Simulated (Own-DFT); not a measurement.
## Calculated data, Hf36O71 (tetragonal hafnia with one neutral oxygen vacancy, atoms displaced)

A calculation, not a measurement: plane-wave PBE and HSE06 DFT by an unreviewed code, no spin, of a simulated cell at Gamma alone, so results move with cell size and shape, stress positive in tension, energies less offsets, not probed for a lower state with spin; hafnium file: forces about 75 meV/angstrom off all-electron values; oxygen file: force components 24 meV/angstrom off all-electron in a glass; k mesh not checked against a denser one; forces and stress are PBE's, HSE06 gives the energy alone, and its difference from PBE has offsets of its own; offsets are fitted by least squares, one for each functional and potential file, so energies compare only between cells with the same atoms and settings and are not formation energies; the far tail of each file's local potential was reset to the Coulomb form; each entry is a single point on an unrelaxed cell, so the pressure reflects the starting lattice, taken from the Materials Project, from which strain is counted, and rises with the displacements; printed positions are rounded, which can move forces by about a meV/angstrom; the program is a retired in-house code; no spin-orbit coupling. Program: Own-DFT development build.

Common to all runs: first functional PBE; second functional HSE06; exact exchange share 0.25; screening 0.11 1/bohr; exchange divergence Gygi-Baldereschi; potential files PseudoDojo norm-conserving, scalar-relativistic, made for PBE, standard set; wave cutoff 48 hartree; occupations fixed; k mesh 1 x 1 x 1 centred on Gamma.

(1) Hf36O71 (tetragonal hafnia with one neutral oxygen vacancy, atoms displaced)

```xyz
107
Lattice="10.7800 0.0000 0.0000 0.0000 10.7800 0.0000 0.0000 0.0000 10.4493" Properties=species:S:1:pos:R:3 Hf36O71
Hf     0.0124     0.0875     0.0660
Hf     1.8392     1.7632     2.5850
O      0.0012     1.8016     1.5817
O      1.7939     0.0195     3.6687
O      1.8822    10.7737     1.0300
Hf    10.7705    10.7466     5.2658
Hf     1.8000     1.7830     7.8395
O     10.7418     1.7812     6.8180
O      1.8067     0.0653     8.8354
O     10.7445     1.8226     9.4038
O      1.7595    10.7520     6.2493
Hf     0.0487     3.6132     0.0229
Hf     1.7860     5.3909     2.6600
O      0.0157     5.3826     1.6069
O      1.8324     3.5971     3.6645
O     10.7461     5.4118     4.1916
O      1.7470     3.6176     1.0253
Hf    10.7525     3.6495     5.2700
Hf     1.7981     5.3898     7.8264
O     10.7511     5.3664     6.7875
O      1.7914     3.6194     8.8863
O      0.0200     5.3917     9.3816
O      1.7901     3.5352     6.2645
Hf    10.7461     7.2398    10.4186
Hf     1.8022     9.0160     2.5826
O      0.0121     8.9867     1.6244
O      1.8204     7.1992     3.6876
O      0.0106     8.9642     4.1667
O      1.7400     7.2392     0.9996
Hf    10.7620     7.2184     5.1261
Hf     1.7960     8.9589     7.8640
O      0.0055     8.9797     6.8319
O      1.8309     7.1871     8.8227
O     10.7659     8.9364     9.4119
O      1.7792     7.2372     6.2677
Hf     3.5903     0.0187     0.0340
Hf     5.3962     1.7430     2.6493
O      3.5860     1.8185     1.5970
O      5.4131    10.7350     3.6284
O      3.6216     1.7739     4.2014
O      5.4140     0.0621     1.0385
Hf     3.6066     0.0343     5.2434
Hf     5.3255     1.7402     7.8096
O      3.5523     1.7935     6.8414
O      5.4606    10.7384     8.8873
O      3.5342     1.8021     9.5058
O      5.3896    10.7758     6.2604
Hf     3.5738     3.5852     0.0153
Hf     5.3553     5.3797     2.6370
O      3.6272     5.3873     1.5431
O      5.3480     3.5906     3.6541
O      3.5241     5.3812     4.2012
O      5.3962     3.5733     1.0384
Hf     3.5863     3.6136     5.2435
Hf     5.3629     5.4027     7.9010
O      3.6131     5.3606     6.8818
O      5.3731     3.5714     8.7902
O      3.5909     5.4002     9.4290
O      5.4036     3.6083     6.2653
Hf     3.6033     7.1537    10.4463
Hf     5.3748     8.9893     2.6320
O      3.5481     9.0111     1.6019
O      5.3949     7.1680     3.6358
O      3.5775     8.9709     4.2013
O      5.3847     7.1764     1.0352
Hf     3.6224     7.2353     5.1574
Hf     5.3510     9.0192     7.8585
O      3.6663     8.9713     6.8641
O      5.4235     7.1873     8.8395
O      3.5820     8.9842     9.4455
O      5.4147     7.2316     6.2331
Hf     7.2207     0.0233    10.4374
Hf     8.9771     1.7693     2.5777
O      7.1873     1.7819     1.6628
O      8.9978     0.0619     3.6676
O      7.1048     1.7881     4.2023
O      8.9276    10.7585     0.9949
Hf     7.1857     0.0241     5.2045
Hf     9.0033     1.7486     7.8307
O      7.1933     1.8060     6.8445
O      8.9398    10.7747     8.8114
O      7.2005     1.7567     9.4218
O      9.0220    10.7438     6.2558
Hf     7.1791     3.6178    10.4207
Hf     8.9727     5.3977     2.6081
O      7.2025     5.3671     1.6124
O      9.0287     3.5863     3.6794
O      7.2105     5.3677     4.1802
O      9.0014     3.6306     1.0657
Hf     7.1664     3.5902     5.2370
Hf     8.9643     5.4103     7.8358
O      7.1714     5.3765     6.8087
O      8.9437     3.5856     8.8534
O      7.2467     5.3728     9.4658
O      8.9531     3.6570     6.2071
Hf     7.1529     7.1928     0.0149
Hf     9.0192     8.9674     2.6380
O      7.1605     9.0141     1.5644
O      9.0096     7.1941     3.6309
O      7.1904     8.9597     4.1957
O      8.9803     7.1666     1.0334
Hf     7.1754     7.1727     5.2130
Hf     8.9540     8.9760     7.8549
O      7.1976     9.0079     6.7926
O      8.9615     7.1645     8.8613
O      7.1927     8.9812     9.5050
O      8.9943     7.1563     6.3162
```

* PBE energy of cell above offsets: -100.692 eV
* HSE06 less PBE above offsets: -0.149 eV
* PBE pressure: 1.06 GPa
* PBE stress xx: -0.37 GPa
* PBE stress yy: -1.14 GPa
* PBE stress zz: -1.66 GPa
* PBE stress yz: 1.01 GPa
* PBE stress xz: -0.3 GPa
* PBE stress xy: -0.04 GPa

Force:
```
element  x (eV/Å)  y (eV/Å)  z (eV/Å)
     Hf    -0.245    -0.647    -1.023
     Hf    -0.749     0.824     1.395
      O     0.414    -0.899     0.047
      O    -0.155    -0.151    -0.606
      O     -2.08     0.263     0.377
     Hf     0.098     0.984    -0.515
     Hf    -1.213     1.071    -0.156
      O      0.78     0.082      -0.3
      O    -0.241    -1.303     0.754
      O     0.191    -0.604     0.677
      O     1.233     0.101     0.031
     Hf     -1.62     0.969    -0.809
     Hf    -0.147    -0.019    -0.432
      O     0.036     0.063      0.09
      O    -0.346     -0.48    -0.517
      O     0.553    -0.055    -0.192
      O     1.424    -0.263     0.498
     Hf    -0.356    -0.799    -0.571
     Hf     -0.91     0.204    -0.164
      O     0.892     -0.22     0.192
      O     0.218    -0.622     -0.13
      O    -0.021       0.3     0.617
      O     0.227     0.402     -0.03
     Hf    -0.033    -1.589     0.216
     Hf    -0.114    -0.725     0.819
      O    -0.372     0.632    -0.581
      O     -0.09     0.091    -0.859
      O    -0.323     0.865    -0.127
      O     1.009     -0.17      0.07
     Hf     0.213    -0.649     2.124
     Hf    -0.192     0.032    -0.753
      O    -0.273     0.089     0.085
      O       0.1    -0.223     0.507
      O     0.278     1.896      0.29
      O     0.593    -0.178    -0.668
     Hf     1.407    -0.582    -0.509
     Hf     0.251     0.937    -0.454
      O     0.355     0.044      0.02
      O    -0.285     0.121     0.643
      O     0.103     0.054     0.273
      O    -0.773    -0.171     0.021
     Hf    -0.911    -0.521     0.012
     Hf     1.806     0.602     0.491
      O      0.56    -0.405     -0.46
      O    -0.826     1.021    -0.215
      O     0.464      -0.2     -0.89
      O    -0.186      0.48    -0.121
     Hf     0.346     0.545     0.254
     Hf     0.908      -0.7    -0.549
      O    -1.029      0.13     0.577
      O    -0.108      0.18    -0.147
      O     0.524     0.437     0.146
      O    -0.193     0.087    -0.548
     Hf     0.096    -0.068    -0.059
     Hf     0.716    -0.495    -1.237
      O    -0.268    -0.002      -0.8
      O    -0.082    -0.268     0.938
      O      0.26    -0.286     0.143
      O    -0.759     -0.46    -0.414
     Hf    -0.722     0.396     0.231
     Hf     0.664    -0.441    -0.905
      O     1.223    -0.121     0.036
      O    -0.328     0.209     0.093
      O     0.253     1.074     -0.05
      O     -0.31     0.137    -0.056
     Hf    -0.641    -0.722     1.552
     Hf     1.544    -0.878    -0.144
      O    -1.638     0.275    -0.688
      O    -0.129      0.28     0.701
      O     0.104     0.213     0.177
      O    -0.462    -0.333    -0.339
     Hf    -1.272    -0.387      -0.1
     Hf     0.172     1.525     0.948
      O     -0.08     0.053    -0.575
      O     0.187    -0.999    -0.297
      O     0.002     0.103     0.188
      O     2.106     0.278     0.551
     Hf     0.684    -0.607     0.673
     Hf    -0.771     1.157     0.272
      O    -0.445    -0.365    -0.431
      O     0.423    -0.263     0.878
      O    -0.216     0.991     0.426
      O    -1.009     0.177     -0.28
     Hf       0.8    -0.791     0.457
     Hf      0.31    -1.022    -0.111
      O    -0.935     0.202    -0.043
      O     0.144    -0.706     -0.66
      O    -0.134     0.372     0.203
      O    -0.219    -0.359    -0.618
     Hf     0.315     0.238     0.123
     Hf     0.163    -0.617     -0.29
      O    -0.486     0.257     0.345
      O     0.059    -0.197    -0.213
      O     -0.74     0.497    -0.286
      O     0.174    -0.388     0.404
     Hf     0.668      0.09     0.159
     Hf    -1.129     0.308    -0.336
      O     0.261    -0.404     1.073
      O    -0.108     0.219     0.229
      O     0.122      0.46    -0.081
      O    -0.046     0.407     0.069
     Hf     0.499    -0.237     0.971
     Hf     0.237    -0.572    -0.657
      O    -0.379      0.08     0.515
      O    -0.063     0.557     0.439
      O     0.257    -0.193    -0.781
      O    -0.267     0.299    -1.246
```

(2) Hf36O71 (tetragonal hafnia with one neutral oxygen vacancy, atoms displaced)

```xyz
107
Lattice="10.7800 0.0000 0.0000 0.0000 10.7800 0.0000 0.0000 0.0000 10.4493" Properties=species:S:1:pos:R:3 Hf36O71
Hf     0.0857     0.0485    10.3500
Hf     1.7156     1.8193     2.6941
O      0.0527     1.7922     1.5001
O      1.8780    10.6359     3.5770
O     10.7791     1.8866     4.2658
O      1.7270    10.6817     0.9236
Hf     0.1124    10.7431     5.2843
Hf     1.7696     1.8247     7.8234
O     10.5849     1.8733     6.8790
O      1.8473     0.1188     8.9701
O     10.6626     1.8068     9.4784
O      1.9088    10.7377     6.2176
Hf    10.6585     3.4592    10.4181
Hf     1.7433     5.4630     2.6989
O     10.7415     5.4119     1.6740
O      1.8646     3.5484     3.5423
O      0.0375     5.3865     4.2853
O      1.9038     3.5256     1.0828
Hf     0.0616     3.6266     5.2426
Hf     1.9310     5.4587     7.8488
O     10.7193     5.2092     6.8078
O      1.6544     3.7218     8.8209
O     10.7309     5.3678     9.3922
O      1.8305     3.4894     6.3919
Hf    10.7737     7.1984    10.4266
Hf     1.7836     9.0517     2.8052
O     10.7559     9.0907     1.6883
O      1.8991     7.3011     3.6287
O      0.0374     9.0530     4.2683
O      1.7207     7.2986     1.0632
Hf     0.0214     7.2330     5.2211
Hf     1.8063     8.9967     7.7898
O     10.7399     8.9605     6.7936
O      1.8403     7.2229     8.8143
O      0.0790     9.0516     9.3875
O      1.7255     7.0724     6.2524
Hf     3.5758    10.7679    10.3109
Hf     5.2332     1.8295     2.6317
O      3.5803     1.7617     1.6881
O      5.2701     0.0070     3.6775
O      3.6915     1.8002     4.0222
O      5.4479     0.0905     1.0342
Hf     3.5777    10.7656     5.1523
Hf     5.2969     1.7211     7.7982
O      3.4552     1.8569     6.8418
O      5.2905    10.7494     8.7390
O      3.6256     1.6249     9.4477
O      5.4536    10.7350     6.2642
Hf     3.6687     3.5990     0.0229
Hf     5.4122     5.4559     2.5834
O      3.6614     5.3554     1.5294
O      5.3334     3.6534     3.5228
O      3.5545     5.3107     4.0466
O      5.4473     3.5518     0.9889
Hf     3.6729     3.6861     5.2026
Hf     5.4227     5.3499     7.9360
O      3.5804     5.4147     6.6786
O      5.3247     3.4768     8.8663
O      3.7617     5.3710     9.4693
O      5.4000     3.5131     6.2006
Hf     3.8224     7.2055     0.0471
Hf     5.3179     8.9241     2.6139
O      3.6672     8.8894     1.6141
O      5.5045     7.1569     3.5573
O      3.5316     8.9175     4.2438
O      5.4044     7.1654     1.0238
Hf     3.6013     7.1599     5.1315
Hf     5.2945     9.1687     7.9186
O      5.4507     7.0994     8.6819
O      3.6008     8.8085     9.4947
O      5.4038     7.3448     6.2500
Hf     7.3132     0.1566    10.3772
Hf     8.9801     1.8477     2.5077
O      7.2404     1.6892     1.6719
O      8.9220     0.1826     3.4723
O      7.1538     1.8002     3.9940
O      9.0437     0.0152     1.1830
Hf     7.1650     0.0567     5.3096
Hf     8.9065     1.8436     7.8613
O      6.9797     1.8614     6.8900
O      9.0031     0.0819     8.9090
O      7.3153     1.8288     9.5509
O      9.0175     0.1043     6.4399
Hf     7.2004     3.6312     0.0006
Hf     9.0775     5.4551     2.6184
O      7.1874     5.3380     1.4642
O      8.9848     3.6307     3.4752
O      7.1915     5.5000     4.1984
O      8.8997     3.6626     0.9301
Hf     7.2537     3.8015     5.1558
Hf     8.8970     5.4766     7.9134
O      7.2052     5.3122     6.8047
O      8.9666     3.4860     8.8728
O      7.0511     5.3961     9.5515
O      8.9610     3.4692     6.1715
Hf     7.1976     7.1793     0.0177
Hf     9.0237     9.0966     2.5563
O      7.1628     9.1219     1.4058
O      8.9918     7.1951     3.6108
O      7.1086     8.9012     4.0957
O      8.9553     7.3455     1.0222
Hf     7.1694     7.0795     5.2739
Hf     9.0011     9.1474     7.8203
O      7.1470     9.0505     6.8105
O      8.9915     7.1656     8.9125
O      7.1573     8.9434     9.4411
O      8.9777     7.2376     6.1254
```

* PBE energy of cell above offsets: -86.419 eV
* HSE06 less PBE above offsets: 0.579 eV
* PBE pressure: 6.07 GPa
* PBE stress xx: -2.5 GPa
* PBE stress yy: -9.61 GPa
* PBE stress zz: -6.11 GPa
* PBE stress yz: -0.97 GPa
* PBE stress xz: -1.18 GPa
* PBE stress xy: 0.19 GPa

Force:
```
element  x (eV/Å)  y (eV/Å)  z (eV/Å)
     Hf    -1.407    -1.165     2.797
     Hf     1.193     0.157    -2.601
      O    -0.171     0.775     0.545
      O     0.038     7.509     4.026
      O     1.333    -2.492    -0.403
      O       2.4     0.147     1.134
     Hf    -2.739     2.112     0.172
     Hf    -1.444     2.404     0.538
      O     4.336    -0.777    -0.272
      O    -0.726    -1.869    -2.489
      O     0.681    -0.658    -1.972
      O    -2.253    -0.292     0.876
     Hf     2.165     2.939      0.67
     Hf     1.276    -0.749     -2.37
      O     1.553     0.042    -0.921
      O    -0.788     1.777     1.973
      O     0.801     0.968    -1.374
      O    -1.368     0.332    -1.084
     Hf    -0.493    -0.219     2.279
     Hf    -2.443     -0.81    -0.257
      O    -0.126     1.156     0.873
      O     1.129    -2.223      0.82
      O    -0.505     0.844     1.288
      O     -0.16     0.777    -2.623
     Hf     0.528    -0.132     0.391
     Hf    -0.649    -4.847    -7.763
      O      1.35    -0.648    -0.153
      O    -0.776    -2.994     1.703
      O      0.01    -0.365    -0.304
      O     0.637    -1.264      -0.6
     Hf    -1.798    -0.806     0.163
     Hf    -0.007    -0.581     1.415
      O     1.376     0.598    -0.195
      O    -0.437    -0.054    -0.301
      O    -0.449    -0.996    -0.484
      O     1.319      1.09    -0.255
     Hf     0.373    -2.051     4.864
     Hf     4.006    -1.623    -0.614
      O    -2.551    -0.267    -2.305
      O    -0.144     -1.36     0.103
      O     -1.79     0.272     3.778
      O    -1.428         0    -1.849
     Hf     3.426     0.798    -0.889
     Hf     -1.44     2.167    -0.414
      O      2.35    -1.057    -0.884
      O     0.355     3.689      3.66
      O    -0.061     4.547    -1.233
      O    -2.945     0.072     0.212
     Hf    -0.701    -0.648     1.107
     Hf     0.113     -2.07    -1.618
      O     -0.88     0.593     0.436
      O     0.372     1.116     1.355
      O     -0.17     2.149      1.02
      O    -0.852    -0.347     0.078
     Hf    -0.527    -1.841     0.023
     Hf    -0.971    -1.135    -1.065
      O     1.321    -0.225     0.385
      O     0.246     0.373    -0.389
      O    -0.661     0.219    -1.336
      O    -0.209     1.052    -0.505
     Hf    -4.641     -2.08     0.331
     Hf     4.027     3.204     -0.35
      O    -1.781     0.129    -0.031
      O    -1.722    -0.158     1.337
      O     0.798     1.025     0.611
      O     2.545      0.03     1.017
     Hf     0.655    -1.138     1.708
     Hf     1.538    -7.046    -4.124
      O    -0.424     2.209     2.014
      O     0.443     3.474    -2.331
      O    -1.376    -0.813    -1.369
     Hf    -0.446    -4.339      5.27
     Hf    -1.076    -0.357     0.274
      O    -0.985     0.794    -2.189
      O      0.98    -3.042     3.577
      O    -0.169      0.83     3.832
      O     0.266     0.289    -3.662
     Hf     1.003    -0.344    -2.921
     Hf    -1.267    -0.432    -1.226
      O     2.983    -1.017    -0.477
      O    -0.368    -1.236     0.263
      O    -0.971     1.312    -2.384
      O    -0.292    -1.273    -2.152
     Hf    -1.146    -0.695     0.923
     Hf    -2.506     0.188    -0.413
      O     0.395     0.992     2.111
      O    -0.052     1.328      1.55
      O     0.018    -1.806    -1.325
      O     2.035      -0.4     0.815
     Hf    -0.371    -4.539    -0.156
     Hf     3.389    -1.552    -0.333
      O    -0.591     0.459    -0.036
      O    -0.277     3.712       0.1
      O     0.466    -0.414    -3.087
      O    -0.789     0.555    -0.663
     Hf     1.111     2.347     0.536
     Hf    -3.233      0.28     -0.24
      O    -0.222     -1.31     2.036
      O     1.061     0.241     0.055
      O     0.727     1.193     1.702
      O     0.855     -0.95    -0.231
     Hf    -0.322     5.103    -0.351
     Hf    -2.277    -1.012     0.427
      O     1.311     0.507     0.776
      O    -0.331     0.985    -0.783
      O     -0.05     1.198    -1.271
      O     0.474    -0.557     1.668
```
